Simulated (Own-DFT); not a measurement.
## Calculated data, Al3GaN4 (wurtzite random alloy, strained, atoms displaced)

All values are calculated (Own-DFT development build). A calculation, not a measurement: plane-wave PBE density functional theory by an unreviewed code, no spin, of a simulated periodic cell, stress positive in tension, free energy of the whole cell less one offset for each atom, forces on such cells passed a denser k mesh, this cell's mesh not checked; offsets are fitted by least squares, one for each functional and potential file, so energies compare only between cells with the same atoms and settings and are not formation energies; the far tail of each file's local potential was reset to the Coulomb form; each entry is a single point on an unrelaxed cell, so the pressure reflects the starting lattice, mostly measured values, from which strain is counted, and rises with the displacements; printed positions are rounded, which can move forces by about a meV/angstrom; the program is a retired in-house code; no spin-orbit coupling.

Common to all runs: functional PBE; potential files PseudoDojo norm-conserving, scalar-relativistic, standard set with the stringent files for Ga; wave cutoff 96 hartree; occupations Gaussian; smearing width 0.01 eV; k mesh 4 x 4 x 3 centred on Gamma.

(1) Al3GaN4 (wurtzite random alloy, strained, atoms displaced)

```
CELL_PARAMETERS angstrom
9.46420 0.00000 0.00000
-4.73210 8.19620 0.00000
0.00000 0.00000 10.06550
ATOMIC_POSITIONS crystal
Al 0.10495 0.21683 0.99932
Al 0.21499 0.11757 0.24453
N 0.11033 0.21975 0.18566
N 0.20993 0.10851 0.43987
Al 0.12158 0.22867 0.49361
Al 0.22889 0.11167 0.74645
N 0.11417 0.22884 0.69219
N 0.22753 0.11133 0.94252
Al 0.10903 0.55222 0.00650
Ga 0.22366 0.44217 0.24590
N 0.11668 0.55392 0.19511
N 0.22763 0.44260 0.43218
Ga 0.11382 0.55738 0.49560
Al 0.22524 0.44618 0.74129
N 0.11643 0.56153 0.69019
N 0.22496 0.43934 0.93632
Al 0.11907 0.89618 0.00418
Ga 0.21286 0.77481 0.25095
N 0.12201 0.89498 0.19273
N 0.22900 0.78488 0.42680
Al 0.10641 0.89352 0.50108
Al 0.21587 0.77690 0.76005
N 0.11673 0.89018 0.69186
N 0.22236 0.77557 0.93186
Al 0.45433 0.23070 0.00004
Al 0.55367 0.11189 0.25821
N 0.44252 0.21887 0.18915
N 0.55760 0.11084 0.45662
Al 0.45406 0.22557 0.49640
Ga 0.55708 0.10282 0.75458
N 0.44026 0.22070 0.68865
N 0.54849 0.10744 0.93825
Ga 0.43820 0.55051 0.00110
Ga 0.55998 0.44528 0.24792
N 0.43858 0.54874 0.19853
N 0.56437 0.43708 0.43962
Al 0.44610 0.55355 0.50756
Al 0.54756 0.44024 0.75079
N 0.43376 0.55432 0.69645
N 0.56162 0.44770 0.94230
Ga 0.44588 0.89482 0.00059
Al 0.55933 0.77537 0.24900
N 0.44514 0.88779 0.18595
N 0.56195 0.78669 0.44354
Al 0.44229 0.88598 0.50399
Al 0.56708 0.78998 0.75800
N 0.44132 0.88197 0.68809
N 0.55886 0.77792 0.94439
Al 0.77176 0.21791 0.98862
Ga 0.88548 0.10806 0.25468
N 0.77719 0.22451 0.18599
N 0.88820 0.11141 0.44221
Al 0.78251 0.22114 0.49699
Al 0.88645 0.09903 0.74990
N 0.78486 0.22366 0.69003
N 0.87684 0.10412 0.94327
Al 0.77450 0.55167 0.00569
Al 0.88888 0.44540 0.24556
N 0.77439 0.55545 0.19137
N 0.89562 0.44945 0.43853
Al 0.78110 0.54951 0.50805
Ga 0.86987 0.43656 0.75684
N 0.77901 0.55090 0.69561
N 0.88838 0.43769 0.94158
Al 0.76915 0.88184 0.99778
Al 0.88436 0.78466 0.25260
N 0.78252 0.89324 0.19302
N 0.89847 0.78051 0.44781
Al 0.79617 0.89720 0.49775
Al 0.88979 0.77971 0.75453
N 0.77713 0.89522 0.69691
N 0.88768 0.78760 0.93611
```

| Quantity | Value |
| --- | --- |
| free energy of cell above offsets | -23.052 eV |
| pressure | 3.24 GPa |
| stress xx | -1.72 GPa |
| stress yy | -2.33 GPa |
| stress zz | -5.68 GPa |
| stress yz | 0 GPa |
| stress xz | -0.5 GPa |
| stress xy | 0.39 GPa |

Force:
```csv
element,x (eV/Å),y (eV/Å),z (eV/Å)
Al,0.243,0.128,-1.053
Al,2.259,-0.946,0.9
N,-0.807,-0.078,-0.314
N,2.031,0.438,-0.793
Al,-1.565,-0.08,1.538
Al,-1.342,0.048,0.735
N,0.307,-1.606,-0.748
N,-0.309,0.564,-0.326
Al,0.858,0.079,-1.42
Ga,-0.511,-0.609,0.382
N,-2.185,-0.419,-1.64
N,0.487,0.22,2.018
Ga,0.625,0.729,0.797
Al,-2.297,-0.374,1.649
N,-0.384,-0.376,0.35
N,-1.978,-0.38,0.317
Al,-0.343,-0.695,-0.774
Ga,1.976,0.356,-1.643
N,-3.186,0.21,-0.97
N,-0.472,0.421,4.342
Al,2.712,-0.001,0.25
Al,1.114,-0.481,-3.605
N,-1.195,-0.046,-0.237
N,-1.005,-0.442,3.861
Al,-1.068,-1.17,0.119
Al,0.381,-0.596,-0.639
N,-0.033,-0.244,0.314
N,0.313,-0.13,-2.209
Al,-1.45,-1.109,0.986
Ga,-0.642,0.476,-2.281
N,0.756,0.84,-0.226
N,0.469,1.955,0.903
Ga,0.401,0.392,0.245
Ga,-0.958,-0.981,0.667
N,1.614,2.043,-1.217
N,-0.97,1.536,1.267
Al,0.159,0.75,-1.175
Al,0.184,0.313,-0.032
N,3.155,1.314,-0.84
N,0.205,-0.501,-0.552
Ga,-0.062,-1.464,0.085
Al,-1.288,0.314,0.695
N,0.726,0.449,1.827
N,1.048,-1.107,-0.243
Al,0.135,-0.031,-0.593
Al,-1.733,-1.768,-1.02
N,-0.044,-0.333,1.188
N,-0.547,-0.211,-0.574
Al,0.312,-0.21,1.724
Ga,-0.367,1.364,-1.063
N,-0.812,-0.008,0.28
N,1.089,0.586,0.739
Al,-0.512,0.753,0.995
Al,0.139,3.631,0.676
N,0.119,-1.38,-0.317
N,1.029,0.087,-0.609
Al,0.635,1.165,-1.1
Al,0.307,-0.289,0.607
N,1.764,1.674,-0.31
N,-1.174,-1.347,-0.613
Al,0.061,0.56,-0.787
Ga,3.534,0.226,-0.794
N,-3.081,1.785,-0.814
N,-0.727,0.959,1.923
Al,0.981,1.373,0.904
Al,2.109,-0.782,0.075
N,-0.598,-1.757,-0.868
N,-1.666,-1.278,-0.998
Al,-2.227,-1.055,0.964
Al,0.392,-0.023,-0.951
N,1.549,-2.104,-1.669
N,1.36,-1.327,1.698
```

(2) Al3GaN4 (wurtzite random alloy, strained, atoms displaced)

```
CELL_PARAMETERS angstrom
9.46420 0.00000 0.00000
-4.73210 8.19620 0.00000
0.00000 0.00000 10.06550
ATOMIC_POSITIONS crystal
Al 0.10971 0.22482 0.00260
Al 0.22280 0.11376 0.24875
N 0.11279 0.22850 0.19917
N 0.22066 0.11389 0.44554
Al 0.12209 0.23628 0.50466
Al 0.22201 0.12140 0.74658
N 0.11161 0.22423 0.68405
N 0.22919 0.10997 0.93543
Ga 0.11483 0.55565 0.00435
Al 0.21762 0.44665 0.24821
N 0.12134 0.55917 0.17502
N 0.22431 0.44645 0.44406
Al 0.11186 0.56116 0.49477
Ga 0.22674 0.44718 0.74510
N 0.12022 0.56265 0.68443
N 0.22123 0.44053 0.93890
Al 0.10965 0.88905 0.00288
Al 0.22254 0.77714 0.25506
N 0.11209 0.88907 0.19109
N 0.21626 0.78436 0.44684
Al 0.11920 0.89313 0.50728
Al 0.22364 0.78159 0.74969
N 0.09969 0.88057 0.68752
N 0.22419 0.77213 0.94226
Al 0.44507 0.22093 0.99914
Al 0.56536 0.11693 0.25051
N 0.44934 0.22116 0.18827
N 0.55765 0.10983 0.43722
Al 0.42941 0.22219 0.50431
Ga 0.55240 0.10512 0.76327
N 0.43831 0.22414 0.69050
N 0.55729 0.10965 0.95184
Al 0.44426 0.55180 0.00208
Al 0.55091 0.44737 0.25406
N 0.45533 0.55737 0.19544
N 0.55489 0.45289 0.44094
Ga 0.44358 0.55753 0.48980
Al 0.56377 0.44045 0.74137
N 0.44132 0.54197 0.69889
N 0.56316 0.44239 0.93427
Al 0.43648 0.88665 0.99822
Al 0.56293 0.77481 0.24525
N 0.45441 0.88523 0.19155
N 0.56052 0.78050 0.43511
Al 0.45316 0.89278 0.50166
Al 0.56049 0.78103 0.74798
N 0.45083 0.89945 0.69353
N 0.56134 0.77769 0.93807
Al 0.78323 0.23218 0.00710
Ga 0.89383 0.10936 0.24175
N 0.77826 0.21809 0.19550
N 0.88590 0.11195 0.45239
Al 0.78276 0.23174 0.49721
Al 0.87903 0.11158 0.74749
N 0.78526 0.22303 0.69947
N 0.88617 0.10618 0.95247
Al 0.78860 0.56679 0.00545
Al 0.88754 0.44513 0.25038
N 0.76166 0.54911 0.19490
N 0.88686 0.45223 0.43574
Ga 0.77367 0.55298 0.50629
Ga 0.89323 0.44676 0.75212
N 0.78003 0.55683 0.68394
N 0.89892 0.44333 0.94201
Ga 0.78533 0.89939 0.99470
Ga 0.89122 0.77503 0.24535
N 0.78392 0.89179 0.19950
N 0.88843 0.77438 0.44483
Al 0.77417 0.88811 0.49396
Al 0.89592 0.78006 0.73845
N 0.78697 0.89759 0.69628
N 0.89053 0.78070 0.94579
```

| Item | Value |
| --- | --- |
| free energy of cell above offsets | -22.213 eV |
| pressure | 3.55 GPa |
| stress xx | -2.42 GPa |
| stress yy | -3.57 GPa |
| stress zz | -4.67 GPa |
| stress yz | 0.43 GPa |
| stress xz | -0.34 GPa |
| stress xy | -0.27 GPa |

Force:
```csv
element,x (eV/Å),y (eV/Å),z (eV/Å)
Al,0.817,-0.4,-0.42
Al,0.719,-0.095,0.591
N,1.762,0.248,-1.634
N,-0.477,-0.308,-0.947
Al,-1.426,-2.308,-1.078
Al,0.01,-1.231,0.505
N,-0.69,-0.71,1.617
N,-1.34,-0.072,0.821
Ga,0.568,-0.199,-4.178
Al,1.443,0.44,0.515
N,-1.376,0.013,6.945
N,-1.992,0.519,-1.858
Al,-0.176,-0.169,0.866
Ga,-0.844,-0.518,0.805
N,-0.736,0.458,-0.101
N,0.901,-0.2,0.994
Al,0.687,0.178,-0.83
Al,0.818,0.892,-0.681
N,1.195,0.621,-0.192
N,2.551,-0.816,-1.193
Al,-2.45,0.06,-1.204
Al,0.044,-0.302,0.039
N,2.78,2.145,0.936
N,-1.358,1.717,-1.144
Al,0.24,0.877,0.034
Al,-1.022,-1.513,0.004
N,-1.016,0.22,0.683
N,-0.712,0.949,1.026
Al,2.649,0.555,-0.768
Ga,-0.01,2.239,-0.824
N,0.859,-0.545,-0.247
N,0.059,0.26,0.24
Al,0.896,0.329,-1.067
Al,1.11,-1.7,-0.004
N,-2.472,-0.385,-1.094
N,0.666,-2.576,-0.347
Ga,0.103,0.895,2.155
Al,-1.203,0.521,1.675
N,1.506,2.862,-1.607
N,-0.033,0.241,0.745
Al,2.181,-0.149,1.104
Al,-0.559,0.902,0.239
N,-1.606,0.275,-0.014
N,-1.008,0.396,0.535
Al,-0.624,0.282,-0.546
Al,0.338,-1.002,0.526
N,0.011,-2.733,-0.957
N,-1.631,-0.493,0.254
Al,0.067,-1.515,-0.357
Ga,-0.956,0.203,2.554
N,-0.206,2.057,-0.783
N,0.77,0.869,-0.84
Al,-0.153,-1.152,0.518
Al,2.994,-0.138,0.849
N,-2.303,0.721,-1.745
N,-0.083,4.475,-1.952
Al,-0.988,-1.743,-0.716
Al,-0.302,-0.023,-0.63
N,2.563,-0.001,-1.056
N,1.951,-0.901,0.075
Ga,-0.139,0.867,-2.626
Ga,0.437,0.324,-0.262
N,-0.017,0.1,3.056
N,-2.119,0.424,0.788
Ga,-0.546,-3.385,1.439
Ga,-0.462,-0.156,1.707
N,-0.501,-1.2,-1.304
N,0.087,1.494,0.039
Al,1.432,0.679,0.83
Al,-2.377,-0.753,1.799
N,-0.739,-1.533,-1.031
N,1.44,-0.384,-1.27
```
